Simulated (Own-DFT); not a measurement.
# PBE and PBEsol under strain: zincblende InGaAs with randomly placed atoms, 64 atoms (As32Ga24In8)

Everything here is calculated. The program is Own-DFT (plane waves, in-house, since retired, never reviewed by a person); positions were held fixed, and spin and spin-orbit coupling were off.

Limits: forces on such cells passed a denser k mesh, each cell not checked; stress not checked against mesh or cutoff.

Each geometry was run with PBE and with PBEsol, otherwise alike: PseudoDojo norm-conserving scalar-relativistic files made for PBE; cutoff 42 hartree; 3 x 3 x 3 k mesh centred on Gamma; Fermi-Dirac smearing of 0.1 eV. Unstrained cell vectors in Å: (11.509, 0.000, 0.000); (0.000, 11.509, 0.000); (0.000, 0.000, 11.509). Each has a uniform strain, of which the change of volume is shown, and random moves of rms u per axis. The random placing of the alloy's atoms differs from row to row.

| run | volume change (%) | u (Å) | P with PBE (GPa) | P with PBEsol (GPa) |
|---|---|---|---|---|
| 1 | -1.08 | 0.0527 | 5.68 | 2.60 |
| 2 | -0.57 | 0.0532 | 5.21 | 2.17 |
| 3 | -1.08 | 0.0482 | 5.69 | 2.61 |
| 4 | -3.51 | 0.0481 | 8.23 | 5.00 |
| 5 | -0.82 | 0.0530 | 5.65 | 2.59 |
| 6 | -3.60 | 0.0522 | 8.08 | 4.84 |
| 7 | -0.62 | 0.0518 | 5.48 | 2.43 |
| 8 | 1.72 | 0.0508 | 3.74 | 0.81 |
| 9 | -0.10 | 0.0512 | 5.07 | ? |

The question: by how much does PBEsol shrink this cell, and what belongs in the blank?

## Answer

Write v for the change of volume as a fraction. Fitted to v and u², the PBE pressure has a slope of -86 ± 5 GPa in v, with the ions held to the strained lattice. The difference PBEsol less PBE is -3.02 + 5.9 v GPa (slope ± 0.2) and averages -3.09 GPa. Divided by the mean slope of the two, 83 GPa, that makes PBEsol's volume at a given pressure, near 4 GPa, about 3.7 % smaller, or 1.25 % in lengths. At one volume PBEsol's slope is the smaller by 6 GPa, but its pressure there is lower too. If stiffness rises by about 4 GPa for each GPa, PBEsol at equal pressure is stiffer by about 6 GPa. Files made for PBEsol would give a different shift.

For run 9 the line gives 2.05 GPa. The hidden result is 2.05 GPa.
